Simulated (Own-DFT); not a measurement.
# What random displacements cost in beta-Si3N4, 112 atoms (N64Si48)

All numbers below are calculated, not measured. The program, named Own-DFT, is a retired in-house plane-wave density functional code that no person has reviewed. Each row is one single-point run on a periodic cell that was not relaxed, without spin or spin-orbit coupling.

Settings of every run: PBE; PseudoDojo norm-conserving scalar-relativistic files; cutoff 42 hartree; 2 x 2 x 4 k mesh centred on Gamma; Fermi-Dirac smearing of 0.1 eV.

Known limits, some of them of some rows only: some atoms lie very close together; forces on such cells moved up to 12 meV/angstrom on a denser k mesh; stress not checked against mesh or cutoff.

Cell vectors in Å: (15.212, 0.000, 0.000); (-7.606, 13.174, 0.000); (0.000, 0.000, 5.818). In each run every atom was moved at random and independently from its ideal site; u is the rms move along one axis. E is the free energy for each atom above the fitted value at u = 0, and F the rms of the force components.

| run | u (Å) | E (meV/atom) | F (eV/Å) | largest force (eV/Å) | P (GPa) |
|---|---|---|---|---|---|
| 1 | 0.0188 | 15.4 | 0.748 | 2.57 | 5.42 |
| 2 | 0.0194 | 18.2 | 0.809 | 2.65 | 5.44 |
| 3 | 0.0476 | 107.5 | 1.920 | 6.77 | 7.87 |
| 4 | 0.0492 | 113.7 | 1.966 | 7.21 | 7.91 |
| 5 | 0.0500 | 113.1 | 1.954 | 6.57 | 8.23 |
| 6 | 0.0971 | ? | ? | ? | ? |
| 7 | 0.0992 | 490.1 | 4.611 | 19.74 | 18.38 |
| 8 | 0.1016 | 438.4 | 4.234 | 16.46 | 16.30 |
| 9 | 0.1552 | 1071.8 | 7.001 | 28.84 | 32.29 |

## Worked fit

For small independent moves the energy grows as E = (3/2) K u², with K the mean stiffness felt by one atom. The runs with u up to 0.11 Å give K = 30.9 ± 0.9 eV/Å², with residuals divided by u² + 0.0006 Å², since the noise grows with the moves. The scatter is 7.2 meV/atom at u = 0.05 Å. The forces follow F = G u with G = 41.4 eV/Å²; no force at u = 0 is resolved. G exceeds K because the moves of its neighbours add to the force on an atom, and stiffness differs between atoms. At u = 0.155 Å the parabola gives 1116 meV/atom and the run 1072. The pressure follows P = 5.06 + 1217 u² GPa: at fixed volume, shortened bonds push harder than stretched ones pull.

## Withheld run

Question: what energy and rms force should run 6 give?

The fit gives 437 ± 27 meV/atom and about 4.02 eV/Å. The calculation gave 431.1 meV/atom and 4.184 eV/Å.
